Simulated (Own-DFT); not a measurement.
# Stretching a layer in its plane: wurtzite AlGaN with randomly placed atoms, 128 atoms (Al48Ga16N64)

Source: density functional calculations with Own-DFT, an unreviewed in-house program that is no longer used. Nothing was measured or relaxed, and spin and spin-orbit coupling are left out.

Method: PBE; PseudoDojo norm-conserving scalar-relativistic files (stringent for Ga); cutoff 96 hartree; 3 x 3 x 3 k mesh centred on Gamma; Gaussian smearing of 0.01 eV.

Caveats: k mesh not checked against a denser one; stress not checked against mesh or cutoff.

Unstrained cell vectors in Å: (12.525, 0.000, 0.000); (-6.262, 10.847, 0.000); (0.000, 0.000, 10.066). The unstrained cell has measured lattice constants (interpolated for alloys), not those of this functional. That, the random moves and any unrelaxed bonds set the pressure at no strain. Each run strains x and y alike by e, as a substrate would, and holds the height along z. Each coordinate of each atom was shifted by a normal deviate of width 0.05 Å. The random placing of the alloy's atoms differs from row to row. Stress is positive in tension.

```
e (%)  u (Å)  (s_xx + s_yy)/2 (GPa)  s_zz (GPa)
-2.50  0.047                 -21.21      -11.47
-2.00  0.050                      ?           ?
-1.25  0.048                 -14.08       -7.51
-0.50  0.047                  -8.36       -8.19
-0.25  0.048                  -7.25       -7.79
 0.75  0.053                  -1.91       -6.91
 1.25  0.054                  -0.48       -4.08
 2.00  0.053                   3.70       -3.75
 2.50  0.047                   6.31       -3.03
 2.75  0.053                   7.16       -4.57
```

## What the rows give

With e as a fraction, the in-plane stress is -6.2 + 547 e - 2308 e² GPa (errors 11 and 693, scatter 0.54), and s_zz is -7.1 + 143 e GPa (slope ± 21, scatter 1.04). At e = 0 the first slope is C11 + C12 and the second 2 C13, both with the ions held to the strained lattice and at the cell's own pressure. The term in e² is negative: the layer stiffens under compression and softens under tension. A free layer would change its height as e changes, and the in-plane slope would drop by 2 C13²/C33 to the biaxial modulus. At fixed height, a misfit of 1 % moves the in-plane stress by about 5.5 GPa and s_zz by 1.4 GPa.

## Prediction

Q: what are the two stresses at e = -2.00 %?

The fit gives -18.0 and -10.0 GPa. The calculation gave -19.33 and -9.31 GPa.
